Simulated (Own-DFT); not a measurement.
SiC (2H silicon carbide, strained, atoms displaced) (calculated)

Computed with Own-DFT development build. A calculation, not a measurement: plane-wave PBE density functional theory by an unreviewed code, no spin, of a simulated periodic cell, stress positive in tension, free energy of the whole cell less one offset for each atom, forces on such cells passed a denser k mesh, this cell's mesh not checked; offsets are fitted by least squares, one for each functional and potential file, so energies compare only between cells with the same atoms and settings and are not formation energies; the far tail of each file's local potential was reset to the Coulomb form; each entry is a single point on an unrelaxed cell, so the pressure reflects the starting lattice, mostly measured values (interpolated for alloys), from which strain is counted, and rises with the displacements; printed positions are rounded, which can move forces by about a meV/angstrom; the program, named Own-DFT, is a retired in-house code; no spin-orbit coupling.

Settings shared by all entries: functional PBE; potential files PseudoDojo norm-conserving, scalar-relativistic, standard set; wave cutoff 42 hartree; occupations Fermi-Dirac; smearing width 0.1 eV; hardware one NVIDIA H100; k mesh 5 x 5 x 3 centred on Gamma.

```yaml
- entry: 1
  formula: SiC
  kind: "2H silicon carbide, strained, atoms displaced"
  structure:
    cell_angstrom:
      - [6.2506, 0.1, -0.0353]
      - [-3.0387, 5.2584, 0.1094]
      - [-0.0577, 0.1729, 10.0574]
    atoms_fractional:
      - [Si, 0.98575, 0.99303, 0.0005]
      - [Si, 0.17198, 0.32811, 0.24721]
      - [C, 0.01097, 0.00851, 0.18022]
      - [C, 0.17296, 0.33695, 0.43665]
      - [Si, 0.99363, 0.00508, 0.49863]
      - [Si, 0.16178, 0.33932, 0.75614]
      - [C, 0.9971, 0.00075, 0.68611]
      - [C, 0.16502, 0.32576, 0.93246]
      - [Si, 0.99463, 0.49359, 0.99567]
      - [Si, 0.17016, 0.84276, 0.24766]
      - [C, 0.98967, 0.50234, 0.18463]
      - [C, 0.1632, 0.82194, 0.43609]
      - [Si, 0.99975, 0.50807, 0.4956]
      - [Si, 0.1539, 0.83311, 0.75239]
      - [C, 0.99657, 0.50904, 0.68885]
      - [C, 0.15809, 0.82001, 0.93784]
      - [Si, 0.50044, 0.00478, 0.00235]
      - [Si, 0.66587, 0.32877, 0.23473]
      - [C, 0.50422, 0.01257, 0.18509]
      - [C, 0.6718, 0.3368, 0.43718]
      - [Si, 0.49557, 0.00377, 0.50561]
      - [Si, 0.67038, 0.34065, 0.75301]
      - [C, 0.50443, 0.00621, 0.69056]
      - [C, 0.65192, 0.32729, 0.94024]
      - [Si, 0.48979, 0.50241, 0.99632]
      - [Si, 0.6671, 0.83477, 0.2482]
      - [C, 0.48964, 0.49488, 0.18824]
      - [C, 0.65508, 0.84363, 0.43642]
      - [Si, 0.51304, 0.50268, 0.49234]
      - [Si, 0.65606, 0.8305, 0.74706]
      - [C, 0.49915, 0.49646, 0.69168]
      - [C, 0.67082, 0.83886, 0.93797]
  results:
    "free_energy_of_cell_above_offsets [eV]": "-3.355"
    "pressure [GPa]": 3.3
    "stress_xx [GPa]": 4.11
    "stress_yy [GPa]": -7.6
    "stress_zz [GPa]": -6.42
    "stress_yz [GPa]": 5.97
    "stress_xz [GPa]": -2.03
    "stress_xy [GPa]": 6.77
    force_element: [Si, Si, C, C, Si, Si, C, C, Si, Si, C, C, Si, Si, C, C, Si, Si, C, C, Si, Si, C, C, Si, Si, C, C, Si, Si, C, C]
    "force_x [eV/angstrom]": [1.808, -1.973, -1.476, -0.048, 0.542, 0.732, -1.153, -0.783, -0.378, 0.611, 1.789, -0.728, 0.641, 1.383, 0.349, -0.08, -0.6, -0.232, 0.038, 0.191, -0.42, -0.074, -1.534, 0.923, 0.56, -0.036, 0.561, 1.944, -1.776, 1.498, -1.112, -1.169]
    "force_y [eV/angstrom]": [-0.035, 1.003, -0.829, 0.177, -0.602, -0.619, 0.56, 0.494, -0.593, -1.313, 0.149, 3.33, -2.38, 0.589, -0.567, 1.773, -1.644, 1.795, -2.474, -0.21, -0.026, -0.769, -0.181, 1.432, -0.364, 0.209, 1.159, -0.318, -0.063, 0.155, 0.459, -0.296]
    "force_z [eV/angstrom]": [-1.303, 0.646, 1.586, -0.202, -0.058, -3.157, 0.412, 2.203, 0.692, 0.03, -0.163, -0.332, 1.001, -0.452, -0.307, 0.278, -1.138, 2.853, 0.061, -1.191, -0.834, -0.345, 0.097, -0.418, 0.468, 0.064, -0.951, -0.197, 1.487, 0.294, -1.017, -0.104]
    "wall_time [s]": 121.8
- entry: 2
  formula: SiC
  kind: "2H silicon carbide, strained, atoms displaced"
  structure:
    cell_angstrom:
      - [6.0716, -0.0563, 0.0233]
      - [-3.0845, 5.311, 0.0333]
      - [0.038, 0.0848, 10.0279]
    atoms_fractional:
      - [Si, 0.00475, 0.99214, 0.00507]
      - [Si, 0.16301, 0.33009, 0.2531]
      - [C, 0.98115, 0.99134, 0.19266]
      - [C, 0.17254, 0.32239, 0.43274]
      - [Si, 0.02954, 0.01851, 0.50431]
      - [Si, 0.14742, 0.32521, 0.74061]
      - [C, 0.00679, 0.9958, 0.68711]
      - [C, 0.15525, 0.32591, 0.93645]
      - [Si, 0.99379, 0.50088, 0.00189]
      - [Si, 0.2042, 0.84707, 0.25386]
      - [C, 0.99, 0.49425, 0.18808]
      - [C, 0.17097, 0.83224, 0.4411]
      - [Si, 0.00023, 0.51018, 0.50418]
      - [Si, 0.15351, 0.82844, 0.74905]
      - [C, 0.99182, 0.48555, 0.69173]
      - [C, 0.18447, 0.8491, 0.93441]
      - [Si, 0.50127, 0.99482, 0.00298]
      - [Si, 0.65602, 0.32722, 0.2393]
      - [C, 0.49237, 0.99821, 0.18999]
      - [C, 0.67103, 0.33342, 0.44545]
      - [Si, 0.50846, 0.00607, 0.50684]
      - [Si, 0.66053, 0.33309, 0.7597]
      - [C, 0.50043, 0.99924, 0.67805]
      - [C, 0.65439, 0.33436, 0.93722]
      - [Si, 0.49978, 0.48978, 0.98933]
      - [Si, 0.65645, 0.832, 0.25589]
      - [C, 0.49139, 0.49988, 0.18856]
      - [C, 0.65431, 0.8353, 0.4391]
      - [Si, 0.51427, 0.52195, 0.50574]
      - [Si, 0.66259, 0.84217, 0.75257]
      - [C, 0.51235, 0.51386, 0.69035]
      - [C, 0.66869, 0.8342, 0.94368]
  results:
    "free_energy_of_cell_above_offsets [eV]": "-1.097"
    "pressure [GPa]": 13.35
    "stress_xx [GPa]": -15.29
    "stress_yy [GPa]": -12.25
    "stress_zz [GPa]": -12.51
    "stress_yz [GPa]": 4.7
    "stress_xz [GPa]": 2.56
    "stress_xy [GPa]": -3.52
    force_element: [Si, Si, C, C, Si, Si, C, C, Si, Si, C, C, Si, Si, C, C, Si, Si, C, C, Si, Si, C, C, Si, Si, C, C, Si, Si, C, C]
    "force_x [eV/angstrom]": [-1.04, -0.773, 2.777, -0.79, -1.918, 3.327, -1.756, 0.022, 1.314, -8.355, 1.322, 0.473, 1.008, 2.612, -1.586, -1.265, 0.31, -0.175, 4.395, -0.983, -0.523, -0.318, -0.847, 2.948, -3.73, 0.952, 0.559, 1.991, 0.341, 0.631, -1.151, 0.228]
    "force_y [eV/angstrom]": [1.088, -0.808, 0.725, 3.285, -2.863, 0.378, 0.526, 0.25, 0.183, -4.254, 1.315, 1.047, -2.024, -0.276, 2.058, -2.088, 0.471, 1.8, 2.137, 0.881, 0.127, -0.737, 0.335, -1.325, 1.64, -0.9, -0.096, 1.329, -2.589, -0.461, -0.975, -0.177]
    "force_z [eV/angstrom]": [0.157, -1.459, -0.257, 2.158, -1.246, 2.613, -0.046, -0.515, -0.425, 1.708, 0.075, -0.14, -0.88, 0.195, -0.607, 0.461, -0.216, 3.193, -2.672, -1.718, -2.894, -3.129, 5.07, 1.002, 2.573, -0.301, -1.223, 0.228, -1.027, -0.018, 0.568, -1.228]
    "wall_time [s]": 116.0
- entry: 3
  formula: SiC
  kind: "2H silicon carbide, strained, atoms displaced"
  structure:
    cell_angstrom:
      - [6.1986, 0.114, 0.015]
      - [-3.0006, 5.2432, 0.0982]
      - [0.0245, 0.1992, 9.8938]
    atoms_fractional:
      - [Si, 0.98092, 0.97599, 0.00627]
      - [Si, 0.18047, 0.33223, 0.25096]
      - [C, 0.99162, 0.99936, 0.18375]
      - [C, 0.17497, 0.33926, 0.42932]
      - [Si, 0.99345, 0.00699, 0.50246]
      - [Si, 0.16108, 0.34933, 0.75663]
      - [C, 0.99842, 0.01542, 0.68482]
      - [C, 0.15961, 0.34032, 0.93941]
      - [Si, 0.0103, 0.51575, 0.99225]
      - [Si, 0.17526, 0.84059, 0.25018]
      - [C, 0.98972, 0.47729, 0.1944]
      - [C, 0.1639, 0.8279, 0.4426]
      - [Si, 0.01069, 0.51184, 0.50153]
      - [Si, 0.17363, 0.82936, 0.74656]
      - [C, 0.98801, 0.50312, 0.68786]
      - [C, 0.16413, 0.83457, 0.93553]
      - [Si, 0.49898, 0.98311, 0.00949]
      - [Si, 0.66236, 0.31633, 0.24042]
      - [C, 0.52292, 0.99644, 0.19794]
      - [C, 0.66192, 0.32033, 0.4403]
      - [Si, 0.51515, 0.99087, 0.48615]
      - [Si, 0.66922, 0.339, 0.74675]
      - [C, 0.52622, 0.01305, 0.68176]
      - [C, 0.67873, 0.33348, 0.93735]
      - [Si, 0.50814, 0.50697, 0.01126]
      - [Si, 0.67846, 0.84372, 0.25185]
      - [C, 0.48375, 0.49741, 0.19137]
      - [C, 0.66848, 0.83474, 0.43967]
      - [Si, 0.4864, 0.4707, 0.49287]
      - [Si, 0.65192, 0.82663, 0.74237]
      - [C, 0.49235, 0.48374, 0.68339]
      - [C, 0.64488, 0.81297, 0.93988]
  results:
    "free_energy_of_cell_above_offsets [eV]": "0.014"
    "pressure [GPa]": 11.59
    "stress_xx [GPa]": -6.27
    "stress_yy [GPa]": -10.75
    "stress_zz [GPa]": -17.74
    "stress_yz [GPa]": 7.06
    "stress_xz [GPa]": 1.69
    "stress_xy [GPa]": 9.9
    force_element: [Si, Si, C, C, Si, Si, C, C, Si, Si, C, C, Si, Si, C, C, Si, Si, C, C, Si, Si, C, C, Si, Si, C, C, Si, Si, C, C]
    "force_x [eV/angstrom]": [-0.495, -3.326, 2.271, -0.846, 1.2, 1.595, 0.55, 2.037, -0.729, -0.447, 0.28, 0.181, -0.839, -1.001, 1.388, 0.719, -1.01, -0.257, -4.845, 1.255, -3.962, -0.304, -3.21, -1.262, -0.692, 2.118, 3.532, 3.058, 0.32, 2.873, -1.789, 1.633]
    "force_y [eV/angstrom]": [2.466, -0.986, 0.037, -0.693, -0.471, -2.013, -0.981, -1.252, -3.124, -2.347, 2.927, 2.742, -2.747, 2.472, 0.954, 1.816, 1.952, 3.046, -0.466, 1.369, 0.856, -1.25, -0.932, -0.276, -3.62, -3.173, 1.06, -2.414, 2.077, -0.717, 1.49, 2.2]
    "force_z [eV/angstrom]": [-3.41, -1.237, 2.05, 2.317, -0.61, -1.339, 1.913, 0.991, 2.488, 0.522, -1.741, -1.243, -0.811, -0.939, -0.202, 0.616, -1.92, 2.524, -2.488, -1.927, 3.186, 0.987, -0.243, 1.077, -2.743, 1.618, 0.333, -1.338, 1.236, 1.041, 0.175, -0.884]
    "wall_time [s]": 123.4
- entry: 4
  formula: SiC
  kind: "2H silicon carbide, strained, atoms displaced"
  structure:
    cell_angstrom:
      - [6.1754, -0.098, 0.0558]
      - [-3.1725, 5.4135, -0.1189]
      - [0.0911, -0.1717, 9.9421]
    atoms_fractional:
      - [Si, 0.00388, 0.99752, 0.01056]
      - [Si, 0.1704, 0.32685, 0.24532]
      - [C, 0.00188, 0.01122, 0.19599]
      - [C, 0.15662, 0.32537, 0.4406]
      - [Si, 0.00131, 0.99427, 0.49877]
      - [Si, 0.16341, 0.32065, 0.7538]
      - [C, 0.99778, 0.9912, 0.69111]
      - [C, 0.17147, 0.3313, 0.93245]
      - [Si, 0.00599, 0.48078, 0.00064]
      - [Si, 0.15674, 0.8315, 0.24484]
      - [C, 0.002, 0.48922, 0.18212]
      - [C, 0.15823, 0.82207, 0.43379]
      - [Si, 0.00149, 0.49935, 0.49271]
      - [Si, 0.18415, 0.84376, 0.74707]
      - [C, 0.99462, 0.50358, 0.68227]
      - [C, 0.16098, 0.84424, 0.93379]
      - [Si, 0.49535, 0.99179, 0.00644]
      - [Si, 0.66087, 0.34052, 0.25065]
      - [C, 0.51608, 0.99751, 0.18554]
      - [C, 0.66653, 0.33408, 0.42878]
      - [Si, 0.48007, 0.99535, 0.49607]
      - [Si, 0.67036, 0.32618, 0.76101]
      - [C, 0.51461, 0.00414, 0.69526]
      - [C, 0.65459, 0.33296, 0.93624]
      - [Si, 0.50972, 0.50034, 0.99213]
      - [Si, 0.67194, 0.84363, 0.25603]
      - [C, 0.50309, 0.51401, 0.20103]
      - [C, 0.65848, 0.83278, 0.43591]
      - [Si, 0.49752, 0.4916, 0.49967]
      - [Si, 0.66577, 0.83884, 0.75198]
      - [C, 0.49658, 0.50507, 0.68855]
      - [C, 0.67386, 0.83319, 0.93317]
  results:
    "free_energy_of_cell_above_offsets [eV]": "-1.743"
    "pressure [GPa]": 7.16
    "stress_xx [GPa]": -2.62
    "stress_yy [GPa]": -2.09
    "stress_zz [GPa]": -16.77
    "stress_yz [GPa]": -6.22
    "stress_xz [GPa]": 3.58
    "stress_xy [GPa]": -5.38
    force_element: [Si, Si, C, C, Si, Si, C, C, Si, Si, C, C, Si, Si, C, C, Si, Si, C, C, Si, Si, C, C, Si, Si, C, C, Si, Si, C, C]
    "force_x [eV/angstrom]": [-0.835, -1.147, 1.242, 1.037, -1.673, -0.634, 0.755, 0.19, -2.248, 1.92, -0.736, -0.772, -0.45, -1.946, 1.181, 2.018, -0.05, 1.106, -2.552, -0.441, 2.967, -0.847, -1.034, 2.992, -1.62, -0.602, 1.231, 0.233, -0.694, 1.297, 0.911, -0.798]
    "force_y [eV/angstrom]": [0.368, 2.673, -2.491, -0.088, 0.253, 1.356, 0.444, -0.735, 2.108, -0.338, 0.684, 0.488, -1.132, -1.501, -0.321, -1.811, 0.326, -0.656, 0.684, -0.774, 1.046, 2.131, 0.093, -1.384, 1.305, -0.494, -0.994, -0.174, 1.055, -1.276, -1.126, 0.281]
    "force_z [eV/angstrom]": [-2.486, 2.393, -1.362, -1.087, 0.766, -3.011, -1.098, 2.595, -1.615, -0.099, 1.505, -0.344, 1.367, 0.404, 1.293, 1.835, -2.547, -1.879, 1.462, 2.428, 0.803, -3.774, -2.091, 2.712, 1.777, -0.449, -3.186, 1.896, 0.087, -1.079, 0.404, 2.379]
    "wall_time [s]": 121.0
- entry: 5
  formula: SiC
  kind: "2H silicon carbide, strained, atoms displaced"
  structure:
    cell_angstrom:
      - [6.111, 0.1164, -0.0416]
      - [-2.9547, 5.3364, 0.0107]
      - [-0.068, -0.0191, 10.09]
    atoms_fractional:
      - [Si, 0.99479, 0.00588, 0.9996]
      - [Si, 0.164, 0.32515, 0.26278]
      - [C, 0.00096, 0.9923, 0.18879]
      - [C, 0.18587, 0.33657, 0.44127]
      - [Si, 0.99258, 0.99593, 0.50274]
      - [Si, 0.17174, 0.34151, 0.74491]
      - [C, 0.9955, 0.99417, 0.68874]
      - [C, 0.17266, 0.32044, 0.92689]
      - [Si, 0.00612, 0.51075, 0.00896]
      - [Si, 0.16559, 0.84412, 0.24879]
      - [C, 0.00255, 0.50276, 0.18404]
      - [C, 0.16972, 0.84058, 0.43063]
      - [Si, 0.00099, 0.49193, 0.49489]
      - [Si, 0.17408, 0.83863, 0.75041]
      - [C, 0.99942, 0.5091, 0.69566]
      - [C, 0.15564, 0.83255, 0.93819]
      - [Si, 0.49964, 0.98972, 0.01165]
      - [Si, 0.65845, 0.31785, 0.25089]
      - [C, 0.4927, 0.99432, 0.19181]
      - [C, 0.67394, 0.32761, 0.42896]
      - [Si, 0.49386, 0.99875, 0.48778]
      - [Si, 0.66829, 0.33595, 0.74717]
      - [C, 0.50449, 0.01379, 0.69607]
      - [C, 0.66143, 0.33225, 0.9378]
      - [Si, 0.49612, 0.50297, 0.99952]
      - [Si, 0.66607, 0.8205, 0.23734]
      - [C, 0.50236, 0.49241, 0.19117]
      - [C, 0.6644, 0.84311, 0.44094]
      - [Si, 0.49466, 0.50138, 0.49485]
      - [Si, 0.67552, 0.83172, 0.74459]
      - [C, 0.49647, 0.50598, 0.69119]
      - [C, 0.66875, 0.8467, 0.93504]
  results:
    "free_energy_of_cell_above_offsets [eV]": "-2.166"
    "pressure [GPa]": 4.68
    "stress_xx [GPa]": -8.58
    "stress_yy [GPa]": 0.44
    "stress_zz [GPa]": -5.91
    "stress_yz [GPa]": -1.03
    "stress_xz [GPa]": -2.78
    "stress_xy [GPa]": 7.01
    force_element: [Si, Si, C, C, Si, Si, C, C, Si, Si, C, C, Si, Si, C, C, Si, Si, C, C, Si, Si, C, C, Si, Si, C, C, Si, Si, C, C]
    "force_x [eV/angstrom]": [0.912, -0.089, -2.431, -2.602, 0.607, -0.29, 0.451, -1.385, -0.373, 1.811, 0.145, -0.718, -0.562, 0.075, 0.259, 1.444, -2.21, 1.372, 0.642, -0.829, -0.381, -0.153, 0.289, 1.013, 0.759, -0.214, -1.526, 1.672, 2.916, -1.886, 0.625, 0.657]
    "force_y [eV/angstrom]": [-0.077, 0.821, 1.992, -1.736, 0.034, -1.171, 1.357, 1.732, -1.595, -2.702, -0.614, -1.301, 1.534, 0.16, -0.398, -0.023, 1.955, 1.546, -0.346, 0.636, 0.979, 0.389, -1.526, 0.102, -0.676, 0.708, -0.423, -1.737, 1.498, 0.892, -0.29, -1.721]
    "force_z [eV/angstrom]": [-0.628, -3.327, -0.707, 0.263, -0.07, 0.709, -0.84, 2.481, -3.933, 0.035, 3.291, 1.188, 1.236, 0.85, -2.603, 0.841, -3.293, -1.661, -0.032, 1.963, 2.814, 1.817, -2.62, 1.043, -0.79, 2.665, -0.575, -1.809, 1.676, 1.178, -1.968, 0.805]
    "wall_time [s]": 128.6
```
